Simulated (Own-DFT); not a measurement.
## Calculated data, Hf$_{32}$O$_{63}$ (monoclinic hafnia with one vacancy, atoms displaced)

Computed with Own-DFT development build. A calculation, not a measurement: plane-wave density functional theory by an unreviewed code, no spin, of a simulated periodic cell, stress positive in tension, run twice, with PBE and with PBEsol, both on files made for PBE, so the change isn't that of files made for PBEsol, defect cell not probed for a lower state with spin; hafnium file: forces about 75 meV/angstrom off all-electron values; oxygen file: force components 24 meV/angstrom off all-electron in one glass; forces on such cells passed a denser k mesh, this cell's mesh not checked; the far tail of each file's local potential was reset to the Coulomb form; each entry is a single point on an unrelaxed cell, so the pressure reflects the starting lattice, mostly measured values (interpolated for alloys), from which strain is counted, and rises with the displacements; printed positions are rounded, which can move forces by about a meV/angstrom; the program, named Own-DFT, is a retired in-house code; no spin-orbit coupling; stress was not checked against mesh or cutoff.

Common to all runs: functional PBE, then PBEsol; potential files PseudoDojo norm-conserving, scalar-relativistic, standard set; wave cutoff 72 hartree; occupations Fermi-Dirac; smearing width 0.1 eV; k mesh 2 x 2 x 2 centred on Gamma.

(1) 
```cif
# cell vector a (Å): 10.2340 0.0000 0.0000
# cell vector b (Å): 0.0000 10.3500 0.0000
# cell vector c (Å): -1.6955 0.0000 10.4453
data_Hf32O63
_symmetry_space_group_name_H-M 'P 1'
_symmetry_Int_Tables_number 1
_cell_length_a 10.2340
_cell_length_b 10.3500
_cell_length_c 10.5820
_cell_angle_alpha 90.000
_cell_angle_beta 99.220
_cell_angle_gamma 90.000
_cell_volume 1106.39
loop_
_atom_site_label
_atom_site_type_symbol
_atom_site_fract_x
_atom_site_fract_y
_atom_site_fract_z
_atom_site_occupancy
Hf1 Hf 0.14440 0.03191 0.10454 1
Hf2 Hf 0.36269 0.27025 0.15198 1
Hf3 Hf 0.35596 0.48262 0.40095 1
Hf4 Hf 0.14070 0.22616 0.35163 1
O1 O 0.02491 0.16321 0.16397 1
O2 O 0.45489 0.33888 0.32606 1
O3 O 0.03486 0.07878 0.41930 1
O4 O 0.21967 0.38212 0.24119 1
O5 O 0.28446 0.12772 0.01410 1
O6 O 0.27579 0.11213 0.26641 1
O7 O 0.21704 0.37200 0.48977 1
Hf5 Hf 0.13599 0.01929 0.58963 1
Hf6 Hf 0.35454 0.26632 0.64252 1
Hf7 Hf 0.35800 0.47831 0.89482 1
Hf8 Hf 0.13938 0.22334 0.85269 1
O8 O 0.04299 0.16746 0.68384 1
O9 O 0.46293 0.41972 0.57987 1
O10 O 0.45548 0.32551 0.82090 1
O11 O 0.03223 0.08278 0.92905 1
O12 O 0.22196 0.36892 0.74114 1
O13 O 0.28308 0.12646 0.50628 1
O14 O 0.27750 0.12343 0.76166 1
O15 O 0.22242 0.36801 0.99001 1
Hf9 Hf 0.13816 0.51422 0.10808 1
Hf10 Hf 0.35670 0.77498 0.14080 1
Hf11 Hf 0.36025 0.97683 0.39837 1
Hf12 Hf 0.13413 0.72775 0.35242 1
O16 O 0.03545 0.66286 0.18166 1
O17 O 0.46480 0.90865 0.07691 1
O18 O 0.46560 0.83355 0.32461 1
O19 O 0.04994 0.58170 0.41967 1
O20 O 0.22159 0.88352 0.24413 1
O21 O 0.27255 0.62518 0.00636 1
O22 O 0.27936 0.62883 0.26505 1
O23 O 0.22809 0.86091 0.50100 1
Hf13 Hf 0.13674 0.53032 0.61026 1
Hf14 Hf 0.35795 0.76848 0.64714 1
Hf15 Hf 0.36456 0.97430 0.89343 1
Hf16 Hf 0.12539 0.72780 0.85685 1
O24 O 0.03375 0.66166 0.67069 1
O25 O 0.46320 0.91438 0.57953 1
O26 O 0.47160 0.83715 0.83172 1
O27 O 0.03757 0.58178 0.92709 1
O28 O 0.21726 0.87243 0.73756 1
O29 O 0.27292 0.63263 0.50736 1
O30 O 0.27477 0.61345 0.75418 1
O31 O 0.21873 0.86389 0.98619 1
Hf17 Hf 0.64223 0.02455 0.10884 1
Hf18 Hf 0.86209 0.26849 0.13856 1
Hf19 Hf 0.86199 0.47631 0.39461 1
Hf20 Hf 0.63578 0.22719 0.35572 1
O32 O 0.52384 0.16471 0.16706 1
O33 O 0.96616 0.40515 0.07329 1
O34 O 0.96154 0.32814 0.32573 1
O35 O 0.53615 0.09129 0.41837 1
O36 O 0.73310 0.37631 0.23685 1
O37 O 0.77495 0.13148 0.01095 1
O38 O 0.76653 0.12343 0.26081 1
O39 O 0.71969 0.36600 0.49069 1
Hf21 Hf 0.63695 0.02441 0.60312 1
Hf22 Hf 0.86055 0.27289 0.64810 1
Hf23 Hf 0.86058 0.47680 0.89838 1
Hf24 Hf 0.63896 0.22635 0.85939 1
O40 O 0.53563 0.16864 0.66942 1
O41 O 0.96690 0.41472 0.58548 1
O42 O 0.96073 0.33413 0.82731 1
O43 O 0.53833 0.08129 0.90921 1
O44 O 0.72357 0.37640 0.73620 1
O45 O 0.77204 0.13405 0.50798 1
O46 O 0.78527 0.12389 0.76221 1
O47 O 0.72135 0.37759 0.99818 1
Hf25 Hf 0.63626 0.52171 0.09751 1
Hf26 Hf 0.85625 0.77084 0.14174 1
Hf27 Hf 0.85817 0.97550 0.40083 1
Hf28 Hf 0.64143 0.72934 0.35142 1
O48 O 0.53737 0.66148 0.17615 1
O49 O 0.96445 0.91512 0.07446 1
O50 O 0.95995 0.83469 0.32070 1
O51 O 0.53747 0.59056 0.41948 1
O52 O 0.72351 0.88631 0.24100 1
O53 O 0.77105 0.62890 0.01796 1
O54 O 0.76635 0.61528 0.25308 1
O55 O 0.73230 0.87769 0.48830 1
Hf29 Hf 0.63813 0.51725 0.59024 1
Hf30 Hf 0.87303 0.77248 0.65326 1
Hf31 Hf 0.85520 0.98091 0.88877 1
Hf32 Hf 0.64694 0.72738 0.86171 1
O56 O 0.53920 0.66489 0.67918 1
O57 O 0.96613 0.91807 0.57887 1
O58 O 0.96649 0.83727 0.82786 1
O59 O 0.53971 0.58843 0.92904 1
O60 O 0.72331 0.87291 0.74322 1
O61 O 0.78280 0.62830 0.52098 1
O62 O 0.77906 0.62744 0.76285 1
O63 O 0.71960 0.87576 0.99197 1
_calc_PBE_pressure 4.85  # GPa
_calc_PBE_stress_xx -4.15  # GPa
_calc_PBE_stress_yy -5.21  # GPa
_calc_PBE_stress_zz -5.19  # GPa
_calc_PBE_stress_yz 0.34  # GPa
_calc_PBE_stress_xz 0.44  # GPa
_calc_PBE_stress_xy -0.35  # GPa
_calc_PBEsol_pressure -1.54  # GPa
_calc_PBEsol_stress_xx 2.23  # GPa
_calc_PBEsol_stress_yy 1.15  # GPa
_calc_PBEsol_stress_zz 1.25  # GPa
_calc_PBEsol_stress_yz 0.37  # GPa
_calc_PBEsol_stress_xz 0.73  # GPa
_calc_PBEsol_stress_xy -0.39  # GPa
_calc_rms_change_of_force_components_from_PBE_to_PBEsol 0.053  # eV/angstrom
```

Force:
```tsv
force element	PBE force x (eV/Å)	PBE force y (eV/Å)	PBE force z (eV/Å)	PBEsol force x (eV/Å)	PBEsol force y (eV/Å)	PBEsol force z (eV/Å)
Hf	-1.505	-2.621	-0.513	-1.483	-2.517	-0.518
Hf	0.159	1.374	-1.586	0.077	1.223	-1.433
Hf	0.265	0.621	-0.26	0.238	0.567	-0.234
Hf	-1.102	1.09	0.229	-1.064	1.024	0.215
O	1.835	-0.253	1.404	1.813	-0.233	1.395
O	1.201	-0.639	0.158	1.14	-0.663	0.094
O	0.374	0.6	-0.129	0.387	0.568	-0.05
O	-0.217	-0.859	0.383	-0.16	-0.846	0.369
O	-0.623	-0.279	-0.164	-0.683	-0.269	-0.137
O	-0.431	1.763	-0.863	-0.49	1.734	-0.85
O	0.419	-0.74	-0.259	0.485	-0.724	-0.266
Hf	0.286	-0.025	2.96	0.268	-0.008	2.855
Hf	0.787	1.19	0.941	0.752	1.201	0.964
Hf	0.644	-0.92	0.137	0.528	-0.892	-0.001
Hf	-0.053	0.69	0.814	-0.041	0.633	0.736
O	-0.99	-0.978	-2.313	-0.95	-0.92	-2.188
O	-0.328	-0.215	-0.702	-0.319	-0.196	-0.756
O	0.993	0.727	1.357	0.942	0.698	1.262
O	0.376	0.416	-0.731	0.377	0.394	-0.669
O	-0.395	1.381	-0.378	-0.316	1.333	-0.353
O	-0.951	-0.042	-0.054	-0.984	-0.051	-0.061
O	0.439	-1.292	-0.381	0.378	-1.222	-0.366
O	0.474	0.227	0.493	0.526	0.235	0.476
Hf	0.348	1.297	-0.44	0.346	1.304	-0.458
Hf	0.204	-1.531	1.156	0.19	-1.437	1.158
Hf	1.087	-1.561	-0.15	1.038	-1.558	-0.134
Hf	1.055	1.188	-0.3	1.046	1.082	-0.324
O	-0.562	-0.586	-1.625	-0.526	-0.551	-1.527
O	0.817	1.453	-0.398	0.767	1.426	-0.43
O	0.12	0.524	0.264	0.105	0.49	0.205
O	-2.904	-1.72	0.658	-2.807	-1.668	0.701
O	0.24	-0.153	-0.493	0.315	-0.147	-0.482
O	0.134	0.08	0.554	0.064	0.071	0.527
O	-0.155	-0.762	-0.48	-0.223	-0.738	-0.448
O	-0.631	1.622	-1.548	-0.548	1.597	-1.493
Hf	1.49	-3.617	-1.507	1.469	-3.489	-1.503
Hf	1.651	-0.499	1.087	1.584	-0.432	1.058
Hf	-0.273	-0.005	-0.232	-0.246	-0.066	-0.212
Hf	2.974	0.14	0.461	2.907	0.115	0.434
O	-1.055	1.643	1.03	-1.029	1.625	1.056
O	0.897	0.776	-0.336	0.857	0.777	-0.38
O	-0.448	-0.456	-0.528	-0.455	-0.433	-0.539
O	-1.456	-0.588	-0.129	-1.408	-0.583	-0.088
O	0.42	0.509	0.245	0.483	0.477	0.229
O	0.612	-0.5	0.882	0.526	-0.491	0.864
O	-0.104	0.756	0.786	-0.161	0.719	0.755
O	0.316	0.918	0.515	0.373	0.88	0.502
Hf	-1.064	-0.686	-0.782	-1	-0.652	-0.768
Hf	-1.23	0.714	1.715	-1.205	0.758	1.695
Hf	0.737	-0.169	-0.202	0.705	-0.233	-0.192
Hf	0.62	1.612	-1.07	0.636	1.495	-1.03
O	0.991	-0.123	0.397	0.947	-0.099	0.441
O	0.769	1.283	-0.161	0.735	1.264	-0.2
O	0.811	0.042	0.578	0.781	0.041	0.512
O	-1.454	-1.853	0.804	-1.394	-1.802	0.829
O	-1.157	0.314	0.595	-1.047	0.312	0.58
O	-0.269	-0.462	-0.355	-0.324	-0.447	-0.34
O	0.476	-0.43	0.014	0.378	-0.421	0.004
O	0.582	0.837	-0.699	0.623	0.823	-0.675
Hf	-0.595	-0.537	0.363	-0.586	-0.463	0.323
Hf	0.741	-0.069	0.136	0.703	-0.003	0.175
Hf	0.194	0.004	-1.05	0.205	-0.062	-1.005
Hf	-0.979	1.701	-1.567	-0.956	1.59	-1.564
O	0.576	-0.374	-0.046	0.571	-0.372	0.004
O	-0.146	0.625	-1.18	-0.159	0.619	-1.186
O	0.307	0.044	0.499	0.272	0.038	0.436
O	-0.447	-0.787	1.309	-0.428	-0.753	1.317
O	-0.26	0.501	0.568	-0.169	0.465	0.543
O	0.497	-0.603	0.506	0.401	-0.593	0.487
O	-1.01	-0.348	-0.32	-1.04	-0.335	-0.295
O	0.468	-1.188	-1.934	0.538	-1.142	-1.873
Hf	-1.27	-0.849	2.154	-1.036	-0.652	2.09
Hf	1.506	1.206	0.947	1.468	1.238	0.952
Hf	0.613	0.936	-1.924	0.581	0.848	-1.861
Hf	-0.898	0.2	-0.281	-0.901	0.138	-0.321
O	-1.167	0.791	-0.426	-1.093	0.791	-0.372
O	-0.244	-0.382	-0.048	-0.27	-0.363	-0.092
O	-0.161	0.05	0.954	-0.175	0.037	0.882
O	-0.609	-0.992	0.468	-0.569	-0.979	0.502
O	-0.075	-0.793	-0.22	-0.014	-0.769	-0.22
O	1.506	0.229	-1.125	1.375	0.222	-1.085
O	1.29	0.455	1.719	1.183	0.446	1.655
O	-1.39	-1.103	0.752	-1.28	-1.05	0.717
Hf	-1.168	1.224	2.727	-1.142	1.234	2.634
Hf	-2.852	-0.427	-1.313	-2.792	-0.388	-1.25
Hf	0.821	-0.225	2.212	0.795	-0.263	2.188
Hf	-1.431	0.197	-1.925	-1.379	0.155	-1.905
O	-0.285	-0.232	-0.52	-0.271	-0.203	-0.459
O	0.349	0.1	-0.07	0.339	0.106	-0.124
O	-0.333	0.07	-0.029	-0.325	0.034	-0.086
O	-1.737	-1.047	-0.773	-1.667	-1.039	-0.69
O	0.447	1.424	-0.692	0.506	1.385	-0.646
O	0.414	0.089	-1.604	0.341	0.067	-1.559
O	0.677	-1.036	0.884	0.605	-0.987	0.877
O	0.401	-0.077	0.001	0.445	-0.075	-0.001
```

(2) 
```cif
# cell vector a (Å): 10.2340 0.0000 0.0000
# cell vector b (Å): 0.0000 10.3500 0.0000
# cell vector c (Å): -1.6955 0.0000 10.4453
data_Hf32O63
_symmetry_space_group_name_H-M 'P 1'
_symmetry_Int_Tables_number 1
_cell_length_a 10.2340
_cell_length_b 10.3500
_cell_length_c 10.5820
_cell_angle_alpha 90.000
_cell_angle_beta 99.220
_cell_angle_gamma 90.000
_cell_volume 1106.39
loop_
_atom_site_label
_atom_site_type_symbol
_atom_site_fract_x
_atom_site_fract_y
_atom_site_fract_z
_atom_site_occupancy
Hf1 Hf 0.13529 0.01828 0.10761 1
Hf2 Hf 0.36683 0.26897 0.15182 1
Hf3 Hf 0.36581 0.47953 0.39309 1
Hf4 Hf 0.14235 0.22868 0.35801 1
O1 O 0.03184 0.16963 0.17466 1
O2 O 0.45830 0.40510 0.07241 1
O3 O 0.46208 0.32909 0.33103 1
O4 O 0.04046 0.07958 0.41634 1
O5 O 0.22673 0.37871 0.23927 1
O6 O 0.27667 0.13102 0.01161 1
O7 O 0.27037 0.12622 0.26460 1
O8 O 0.22623 0.36820 0.48798 1
Hf5 Hf 0.13616 0.01671 0.60141 1
Hf6 Hf 0.36630 0.27367 0.64672 1
Hf7 Hf 0.36105 0.48508 0.89937 1
Hf8 Hf 0.14525 0.22957 0.85750 1
O9 O 0.03994 0.17415 0.67324 1
O10 O 0.47069 0.41510 0.57736 1
O11 O 0.46684 0.33199 0.83003 1
O12 O 0.03587 0.09122 0.92116 1
O13 O 0.21657 0.37681 0.73544 1
O14 O 0.26923 0.12481 0.50535 1
O15 O 0.27816 0.11865 0.76709 1
O16 O 0.20813 0.37230 0.98784 1
Hf9 Hf 0.14053 0.51730 0.10209 1
Hf10 Hf 0.35947 0.76586 0.14401 1
Hf11 Hf 0.36467 0.97499 0.39423 1
Hf12 Hf 0.12837 0.72413 0.34946 1
O17 O 0.03476 0.66643 0.17202 1
O18 O 0.46593 0.91180 0.07886 1
O19 O 0.46342 0.83765 0.33193 1
O20 O 0.03859 0.59121 0.42793 1
O21 O 0.22199 0.88087 0.24175 1
O22 O 0.28358 0.63321 0.01278 1
O23 O 0.27169 0.62751 0.25711 1
O24 O 0.22251 0.86586 0.49147 1
Hf13 Hf 0.14335 0.51809 0.60592 1
Hf14 Hf 0.36247 0.77616 0.64130 1
Hf15 Hf 0.36033 0.97848 0.89875 1
Hf16 Hf 0.13585 0.72496 0.84980 1
O25 O 0.03429 0.67002 0.66580 1
O26 O 0.47018 0.91735 0.57819 1
O27 O 0.46686 0.83663 0.82562 1
O28 O 0.02838 0.59647 0.92606 1
O29 O 0.22397 0.87855 0.74679 1
O30 O 0.27852 0.63174 0.50055 1
O31 O 0.27227 0.63012 0.76420 1
O32 O 0.22340 0.86782 0.98403 1
Hf17 Hf 0.64293 0.01157 0.10863 1
Hf18 Hf 0.85876 0.27092 0.14709 1
Hf19 Hf 0.86249 0.48032 0.40001 1
Hf20 Hf 0.64022 0.23348 0.35656 1
O33 O 0.53711 0.16196 0.17658 1
O34 O 0.95946 0.41365 0.07431 1
O35 O 0.97048 0.33225 0.33071 1
O36 O 0.53433 0.08262 0.41721 1
O37 O 0.73364 0.38067 0.25262 1
O38 O 0.78412 0.12348 0.00661 1
O39 O 0.78270 0.11352 0.26087 1
O40 O 0.70947 0.37116 0.49023 1
Hf21 Hf 0.63019 0.02109 0.59621 1
Hf22 Hf 0.86297 0.27186 0.64761 1
Hf23 Hf 0.85753 0.49543 0.89348 1
Hf24 Hf 0.62855 0.22916 0.86454 1
O41 O 0.53680 0.16679 0.67089 1
O42 O 0.96176 0.42031 0.57519 1
O43 O 0.97009 0.32790 0.82774 1
O44 O 0.53627 0.08530 0.92248 1
O45 O 0.72086 0.38164 0.73845 1
O46 O 0.77055 0.12987 0.50949 1
O47 O 0.77157 0.11456 0.75494 1
O48 O 0.71686 0.37433 0.99105 1
Hf25 Hf 0.63906 0.52374 0.10805 1
Hf26 Hf 0.85488 0.77108 0.14813 1
Hf27 Hf 0.86115 0.97658 0.39606 1
Hf28 Hf 0.63802 0.73108 0.34936 1
O49 O 0.53673 0.66769 0.17212 1
O50 O 0.97004 0.91090 0.07469 1
O51 O 0.96290 0.83888 0.32724 1
O52 O 0.53868 0.57931 0.41377 1
O53 O 0.71823 0.87485 0.23093 1
O54 O 0.77598 0.62656 0.00270 1
O55 O 0.77036 0.61862 0.26767 1
O56 O 0.72106 0.87795 0.49014 1
Hf29 Hf 0.64330 0.51964 0.60369 1
Hf30 Hf 0.85689 0.77120 0.63399 1
Hf31 Hf 0.86277 0.97818 0.89240 1
Hf32 Hf 0.64066 0.73854 0.85912 1
O57 O 0.53291 0.66151 0.67331 1
O58 O 0.96341 0.91358 0.58429 1
O59 O 0.96261 0.83691 0.82287 1
O60 O 0.52763 0.58271 0.92259 1
O61 O 0.71839 0.87895 0.73400 1
O62 O 0.77866 0.61409 0.76208 1
O63 O 0.72244 0.87961 0.98190 1
_calc_PBE_pressure 4.29  # GPa
_calc_PBE_stress_xx -3.51  # GPa
_calc_PBE_stress_yy -4.95  # GPa
_calc_PBE_stress_zz -4.4  # GPa
_calc_PBE_stress_yz 0.53  # GPa
_calc_PBE_stress_xz 0.72  # GPa
_calc_PBE_stress_xy 0.26  # GPa
_calc_PBEsol_pressure -2.09  # GPa
_calc_PBEsol_stress_xx 2.89  # GPa
_calc_PBEsol_stress_yy 1.4  # GPa
_calc_PBEsol_stress_zz 1.97  # GPa
_calc_PBEsol_stress_yz 0.51  # GPa
_calc_PBEsol_stress_xz 1.05  # GPa
_calc_PBEsol_stress_xy 0.23  # GPa
_calc_rms_change_of_force_components_from_PBE_to_PBEsol 0.045  # eV/angstrom
```

Force:
```tsv
force element	PBE force x (eV/Å)	PBE force y (eV/Å)	PBE force z (eV/Å)	PBEsol force x (eV/Å)	PBEsol force y (eV/Å)	PBEsol force z (eV/Å)
Hf	0.027	1.602	-0.667	0.019	1.609	-0.671
Hf	-1.301	-1.507	-0.541	-1.264	-1.431	-0.495
Hf	-0.698	0.465	0.653	-0.676	0.404	0.667
Hf	-0.649	-0.167	-0.688	-0.614	-0.227	-0.691
O	0.374	-0.716	-0.408	0.367	-0.689	-0.348
O	1.475	1.849	0.366	1.412	1.822	0.313
O	0.668	-0.074	-0.025	0.652	-0.081	-0.072
O	-1.659	-1.109	0.757	-1.61	-1.093	0.795
O	0.025	0.803	-0.04	0.093	0.778	-0.036
O	0.356	-0.376	0.798	0.287	-0.37	0.765
O	1.056	-1.055	-0.567	0.964	-1.02	-0.541
O	0.293	0.96	0.615	0.339	0.934	0.601
Hf	0.137	1.174	0.925	0.148	1.194	0.866
Hf	-0.082	-1.085	-0.258	-0.062	-1.011	-0.228
Hf	-0.157	-1.112	-0.729	-0.129	-1.1	-0.663
Hf	-1.498	-0.411	-0.584	-1.48	-0.436	-0.589
O	0.14	-1.168	-1.215	0.133	-1.124	-1.124
O	-0.82	0.131	-0.347	-0.799	0.134	-0.386
O	-1.851	1.173	-0.359	-1.797	1.115	-0.392
O	-0.511	-1.466	0.663	-0.486	-1.443	0.688
O	1.28	0.729	0.355	1.295	0.707	0.33
O	0.955	0.331	1.559	0.852	0.322	1.501
O	0.495	0.163	-1.012	0.419	0.16	-0.961
O	1.357	1.145	0.429	1.361	1.13	0.416
Hf	-1.24	-0.441	0.182	-1.198	-0.406	0.158
Hf	-0.625	1.734	0.544	-0.625	1.72	0.538
Hf	-1.814	1.658	0.09	-1.766	1.58	0.108
Hf	2.208	1.394	0.444	2.169	1.302	0.411
O	-1.313	-0.002	-0.145	-1.269	0.025	-0.079
O	0.365	0.149	0.135	0.358	0.154	0.092
O	1.283	-1.736	-0.907	1.246	-1.694	-0.921
O	-1.885	-1.623	-0.09	-1.821	-1.598	-0.054
O	0.392	-0.109	-0.47	0.442	-0.101	-0.468
O	-0.761	-1.558	-0.632	-0.789	-1.527	-0.613
O	0.533	-1.036	-0.05	0.458	-0.998	-0.061
O	0.113	0.494	0.032	0.177	0.492	0.046
Hf	-0.444	0.821	-0.571	-0.441	0.841	-0.582
Hf	-0.059	-1.034	0.807	-0.062	-0.965	0.811
Hf	-0.198	0.169	-0.331	-0.216	0.125	-0.318
Hf	-0.709	2.313	0.074	-0.673	2.234	0.046
O	-0.067	-0.655	0.075	-0.054	-0.627	0.128
O	-1.76	-0.838	-0.503	-1.724	-0.809	-0.544
O	0.233	-0.142	0.163	0.229	-0.158	0.12
O	0.35	-0.848	0.338	0.346	-0.849	0.354
O	0.352	0.326	-1.384	0.407	0.309	-1.349
O	0.018	-0.684	1.174	-0.05	-0.672	1.14
O	0.799	-1.602	-0.798	0.704	-1.554	-0.765
O	-0.098	0.167	1.136	-0.023	0.16	1.098
Hf	-1.093	2.993	-1.683	-1.057	2.949	-1.665
Hf	1.522	-0.418	-0.523	1.516	-0.371	-0.481
Hf	0.916	-0.878	0.179	0.955	-1	0.122
Hf	-0.056	-1.395	-0.006	-0.058	-1.405	-0.006
O	0.502	0.013	-0.217	0.488	0.036	-0.16
O	0.674	0.953	0.498	0.655	0.94	0.455
O	-1.038	0.972	0.204	-1.034	0.932	0.152
O	-0.273	0.105	-0.128	-0.26	0.081	-0.062
O	-1.023	0.046	-1.348	-0.933	0.042	-1.292
O	-1.025	0.79	1.25	-1.059	0.755	1.228
O	-0.696	0.252	-0.071	-0.732	0.234	-0.062
O	1.55	0.699	0.08	1.554	0.695	0.07
Hf	1.887	1.422	2.06	1.853	1.432	1.988
Hf	-0.114	-0.825	1.609	-0.098	-0.768	1.611
Hf	1.431	-5.123	0.473	1.37	-5.006	0.496
Hf	3.103	-0.169	-1.905	3.009	-0.208	-1.892
O	-1.036	0.612	0.158	-1.014	0.614	0.198
O	0.044	0.239	0.135	0.044	0.241	0.071
O	-1.511	1.659	-0.219	-1.456	1.577	-0.283
O	-0.906	-1.319	1.019	-0.873	-1.286	1.03
O	0.543	-0.301	0.35	0.594	-0.265	0.307
O	0.836	0.368	-0.53	0.739	0.357	-0.524
O	0.23	0.577	0.414	0.176	0.55	0.403
O	-0.156	0.169	0.658	-0.116	0.175	0.645
Hf	-0.472	-1.879	-1.14	-0.45	-1.786	-1.148
Hf	2.882	-0.015	-1.059	2.829	0.044	-1.004
Hf	0.576	2.134	0.681	0.566	2.06	0.664
Hf	-1.453	-0.072	2.002	-1.479	-0.078	1.825
O	-0.222	-0.151	-0.461	-0.201	-0.137	-0.398
O	-1.344	-0.799	0.448	-1.323	-0.754	0.407
O	-0.528	-0.833	-0.722	-0.536	-0.826	-0.751
O	0.44	0.535	0.006	0.42	0.515	0.036
O	0.376	-0.907	1.35	0.421	-0.897	1.301
O	-1.149	1.522	2.141	-1.17	1.467	2.069
O	1.009	0.648	-0.989	0.909	0.638	-0.977
O	0.55	-1.628	-1.35	0.607	-1.583	-1.31
Hf	-0.971	0.316	0.591	-1.059	0.231	0.639
Hf	-0.281	-0.08	2.209	-0.207	0.119	2.293
Hf	0.898	1.78	-1.127	0.858	1.71	-1.078
Hf	-1.166	-0.973	-2.802	-1.133	-0.964	-2.773
O	0.128	0.47	0.015	0.142	0.481	0.046
O	0.349	0.912	-1.368	0.321	0.869	-1.384
O	0.147	-0.797	-0.339	0.129	-0.79	-0.375
O	1.282	0.85	0.747	1.236	0.801	0.787
O	0.214	-1.193	0.352	0.265	-1.175	0.348
O	-0.553	2.652	-2.022	-0.597	2.578	-1.952
O	-0.106	-1.124	1.381	-0.061	-1.093	1.348
```
